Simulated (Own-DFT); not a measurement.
# Strain and stress in C40 NbSi2, 36 atoms (Nb12Si24)

Calculated results; nothing here was measured. They come from Own-DFT, an in-house plane-wave density functional program, since retired, whose code no person has reviewed. Each row is one single-point run on a periodic cell that was not relaxed, without spin or spin-orbit coupling.

Settings of every run: PBE; PseudoDojo norm-conserving scalar-relativistic files; cutoff 42 hartree; 4 x 4 x 5 k mesh centred on Gamma; cold (Marzari-Vanderbilt) smearing of 0.2 eV.

Known limits: forces on such cells failed a check on a denser k mesh; stress not checked against mesh or cutoff.

Unstrained cell vectors in Å: (0.000, 8.324, 0.000); (-9.613, 0.000, 0.000); (0.000, 0.000, 6.586). The unstrained cell was taken from the Materials Project. The random moves and any unrelaxed bonds add to the pressure at no strain. Each run strains this cell uniformly, with the atoms carried along. Every atom was also moved at random, by a Gaussian of width 0.05 Å on each axis. Strain is the symmetric tensor, in per cent. Stress is positive in tension, and the pressure is minus a third of its trace.

| run | e_xx (%) | e_yy (%) | e_zz (%) | e_yz (%) | e_xz (%) | e_xy (%) | s_xx (GPa) | s_yy (GPa) | s_zz (GPa) | s_yz (GPa) | s_xz (GPa) | s_xy (GPa) | P (GPa) | E (meV/atom) |
|---|---|---|---|---|---|---|---|---|---|---|---|---|---|---|
| 1 | -0.70 | -1.33 | -0.23 | 1.05 | -1.03 | 1.50 | -5.92 | -8.53 | -7.25 | 3.86 | -3.88 | 4.55 | 7.23 | 34.6 |
| 2 | -1.12 | 0.70 | -1.68 | 0.50 | -1.24 | -1.31 | -8.21 | -2.11 | -13.09 | 1.47 | -4.57 | -5.14 | 7.80 | 46.7 |
| 3 | -0.39 | -0.35 | 0.77 | 0.20 | -0.73 | -0.52 | -2.89 | -2.78 | -0.51 | 0.62 | -2.12 | -1.54 | 2.06 | 0.0 |
| 4 | 1.96 | -0.49 | -0.68 | 0.75 | -1.45 | 0.53 | 3.44 | -3.34 | -6.84 | 2.49 | -4.39 | 1.18 | 2.25 | 33.2 |
| 5 | 0.66 | 0.13 | 0.96 | 0.43 | -1.66 | -0.54 | 1.12 | -0.65 | 0.71 | 1.58 | -5.05 | -1.47 | -0.39 | 14.1 |
| 6 | 0.00 | 0.65 | -0.21 | 0.44 | -1.15 | -0.14 | -1.98 | -0.18 | -4.39 | 1.07 | -3.35 | -1.06 | 2.19 | 16.0 |
| 7 | -1.22 | 0.05 | 1.90 | 0.17 | 1.21 | -0.60 | -5.58 | -1.52 | 4.14 | 0.81 | 3.63 | -1.57 | 0.98 | 16.4 |
| 8 | 0.05 | 0.89 | -0.20 | -1.24 | 0.10 | -1.07 | -2.61 | 0.70 | -3.49 | -3.67 | 0.28 | -3.72 | 1.80 | 20.1 |
| 9 | 0.71 | 0.24 | -1.34 | 0.76 | 1.39 | 1.37 | -1.39 | -2.21 | -9.58 | 2.66 | 3.55 | 4.55 | 4.39 | 32.5 |
| 10 | 1.24 | 1.87 | 0.33 | 0.44 | 0.98 | -1.69 | 3.44 | 4.75 | 0.04 | 1.64 | 2.72 | -4.47 | -2.74 | 19.4 |
| 11 | 1.77 | -0.94 | 1.21 | 1.88 | -0.89 | 1.89 | 3.78 | -4.63 | 1.28 | 5.43 | -3.20 | 5.27 | -0.14 | 43.6 |
| 12 | 1.84 | 1.69 | 0.91 | -1.37 | -1.57 | -0.84 | 5.66 | 5.40 | 2.53 | -3.90 | -4.68 | -2.34 | -4.53 | 22.1 |
| 13 | 1.73 | 0.54 | -0.63 | -0.68 | -0.47 | 0.07 | 3.92 | 0.46 | -4.47 | -1.49 | -1.90 | 0.35 | 0.03 | 6.6 |
| 14 | -0.91 | 1.23 | -0.14 | 1.33 | -1.86 | -0.56 | -5.24 | 1.06 | -3.95 | 3.61 | -5.90 | -1.80 | 2.71 | 23.1 |
| 15 | -0.53 | -0.60 | 0.12 | -0.25 | 0.94 | 1.73 | -5.54 | -4.66 | -3.82 | -1.13 | 2.86 | 5.29 | 4.67 | 24.1 |
| 16 | 0.88 | -1.18 | 0.13 | 1.25 | 1.37 | -0.53 | ? | ? | ? | ? | ? | ? | ? | ? |

E is the free energy for each atom above the lowest run shown.

## Worked fit

Each stress component was fitted by least squares to a constant and the strains of the runs shown, as fractions, with shears doubled. Shear strains stay in the fit of a normal stress only where such slopes are resolved. The slopes, in GPa:

```
stress,at no strain,per e_xx,per e_yy,per e_zz,scatter
s_xx,-2.7,364 ± 11,64 ± 14,93 ± 14,0.49
s_yy,-2.5,60 ± 10,363 ± 13,75 ± 12,0.43
s_zz,-4.1,62 ± 14,100 ± 17,472 ± 17,0.60
```

Each shear stress against twice its own strain: yz 148 ± 7, xz 149 ± 4, xy 157 ± 10 GPa. These are stiffnesses along x, y and z of the frame in which the cell vectors are given, which need not be the crystal's axes. The atoms are held to the strained lattice; where symmetry lets them move under strain, relaxing them would lower some slopes. The table should be nearly symmetric about its diagonal, and what it lacks of that shows the noise. A ninth of its sum, 184 ± 8 GPa, estimates the bulk modulus near the mean pressure of these runs, 1.9 GPa, so it lies above the value at zero pressure.

## Withheld run

Question: what normal stresses and pressure should run 16 give?

The fit gives s_xx = -0.1, s_yy = -6.2, s_zz = -4.1 and P = 3.5 GPa. The calculation gave -0.15, -5.59, -4.62 and P = 3.45 GPa.
